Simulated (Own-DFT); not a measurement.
# Shaking the atoms of 4H SiC, 32 atoms (C16Si16)

Calculated results; nothing here was measured. They come from Own-DFT, an in-house plane-wave density functional program, since retired, whose code no person has reviewed. Each row is one single-point run on a periodic cell that was not relaxed, without spin or spin-orbit coupling.

Settings of every run: PBE; PseudoDojo norm-conserving scalar-relativistic files; cutoff 42 hartree; 5 x 5 x 3 k mesh centred on Gamma; Fermi-Dirac smearing of 0.1 eV.

Known limits, some of them of some rows only: some atoms lie very close together; forces on such cells passed a denser k mesh, each cell not checked; stress not checked against mesh or cutoff.

Cell vectors in Å: (6.165, 0.000, 0.000); (-3.083, 5.339, 0.000); (0.000, 0.000, 10.068). In each run every atom was moved at random and independently from its ideal site; u is the rms move along one axis. E is the free energy for each atom above the fitted value at u = 0, and F the rms of the force components.

| run | u (Å) | E (meV/atom) | F (eV/Å) | largest force (eV/Å) | P (GPa) |
|---|---|---|---|---|---|
| 1 | 0.0289 | 28.4 | 0.856 | 2.81 | 3.72 |
| 2 | 0.0311 | 33.8 | 0.890 | 2.61 | 3.91 |
| 3 | 0.0318 | 30.2 | 0.824 | 2.21 | 3.61 |
| 4 | 0.0573 | ? | ? | ? | ? |
| 5 | 0.0613 | 113.8 | 1.591 | 4.76 | 5.68 |
| 6 | 0.0679 | 148.6 | 1.779 | 5.72 | 6.18 |
| 7 | 0.1008 | 332.0 | 2.755 | 9.71 | 10.22 |
| 8 | 0.1062 | 392.3 | 3.314 | 12.65 | 11.98 |
| 9 | 0.1156 | 487.0 | 3.813 | 17.31 | 15.30 |

## Worked fit

For small independent moves the energy grows as E = (3/2) K u², with K the mean stiffness felt by one atom. The runs with u up to 0.11 Å give K = 21.8 ± 0.7 eV/Å², with residuals divided by u² + 0.0006 Å², since the noise grows with the moves. The scatter is 5.2 meV/atom at u = 0.05 Å. The forces follow F = G u with G = 27.9 eV/Å²; no force at u = 0 is resolved. G exceeds K because the moves of its neighbours add to the force on an atom, and stiffness differs between atoms. The pressure follows P = 2.94 + 757 u² GPa: at fixed volume, shortened bonds push harder than stretched ones pull.

## Withheld run

Question: what energy and rms force should run 4 give?

The fit gives 107 ± 7 meV/atom and about 1.60 eV/Å. The calculation gave 116.5 meV/atom and 1.590 eV/Å.
